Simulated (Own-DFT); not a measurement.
# One host, several defects: zincblende GaAs

The numbers are computed, not measured, by runs of the plane-wave DFT program Own-DFT (in-house, retired, unreviewed) at fixed positions, with no spin and no spin-orbit coupling.

All runs used: PBE; PseudoDojo norm-conserving scalar-relativistic files; cutoff 42 hartree; 3 x 3 x 3 k mesh centred on Gamma; Fermi-Dirac smearing of 0.1 eV.

Keep in mind (not all hold for every row): not probed for a lower state with spin; forces on such cells failed a check on a denser k mesh; forces not confirmed at this smearing and k mesh; forces on such cells passed a denser k mesh, each cell not checked; stress not checked against mesh or cutoff.

All runs share one cell, with vectors in Å (11.307, 0.000, 0.000); (0.000, 11.307, 0.000); (0.000, 0.000, 11.307) and a volume of 1445.4 Å³. Atoms were moved at random from their sites; u is the rms move along one axis. The defect's site can differ from row to row.

| cell | formula | u (Å) | P (GPa) |
|---|---|---|---|
| no defect | As32Ga32 | 0.0202 | 3.52 |
| no defect | As32Ga32 | 0.0216 | 3.53 |
| no defect | As32Ga32 | 0.0487 | 3.95 |
| one As on a Ga site and one Ga on an As site | As32Ga32 | 0.0284 | 3.94 |
| one As on a Ga site and one Ga on an As site | As32Ga32 | 0.0495 | 4.15 |
| one As on a Ga site and one Ga on an As site | As32Ga32 | 0.0506 | 4.12 |
| two Ga vacancies | As32Ga30 | 0.0280 | 2.92 |
| two Ga vacancies | As32Ga30 | 0.0306 | 3.04 |
| two Ga vacancies | As32Ga30 | 0.0310 | 3.03 |
| two Ga vacancies | As32Ga30 | 0.0315 | ? |
| one Al on a Ga site | AlAs32Ga31 | 0.0489 | 3.91 |
| one Al on a Ga site | AlAs32Ga31 | 0.0492 | 3.93 |
| one Al on a Ga site | AlAs32Ga31 | 0.0495 | 3.85 |
| two As vacancies | As30Ga32 | 0.0274 | 3.19 |
| two As vacancies | As30Ga32 | 0.0300 | 3.26 |
| two As vacancies | As30Ga32 | 0.0435 | 3.34 |

## Working it out

P = P0 + c u² + a shift for each defect gives P0 = 3.49 GPa, c = 165 ± 24 GPa/Å² and a scatter of 0.05 GPa. The shifts, and each times the cell's volume:

- one As on a Ga site and one Ga on an As site: 0.26 ± 0.05 GPa, 2.4 eV
- one Al on a Ga site: 0.01 ± 0.05 GPa, 0.1 eV (not resolved)
- two As vacancies: -0.42 ± 0.04 GPa, -3.8 eV (-1.9 eV for each of its 2 sites)
- two Ga vacancies: -0.64 ± 0.04 GPa, -5.8 eV (-2.9 eV for each of its 2 sites)

Against the defect-free cell, a freed cell would be larger where the shift is positive and smaller where it is negative (160.2 GPa Å³ is 1 eV). The atoms around the defects weren't relaxed, which would change these numbers.

## Withheld run

Question: what pressure belongs in the blank (two Ga vacancies, u = 0.0315 Å)?

From the fit: 3.01 ± 0.06 GPa. The run itself gave 3.00 GPa.
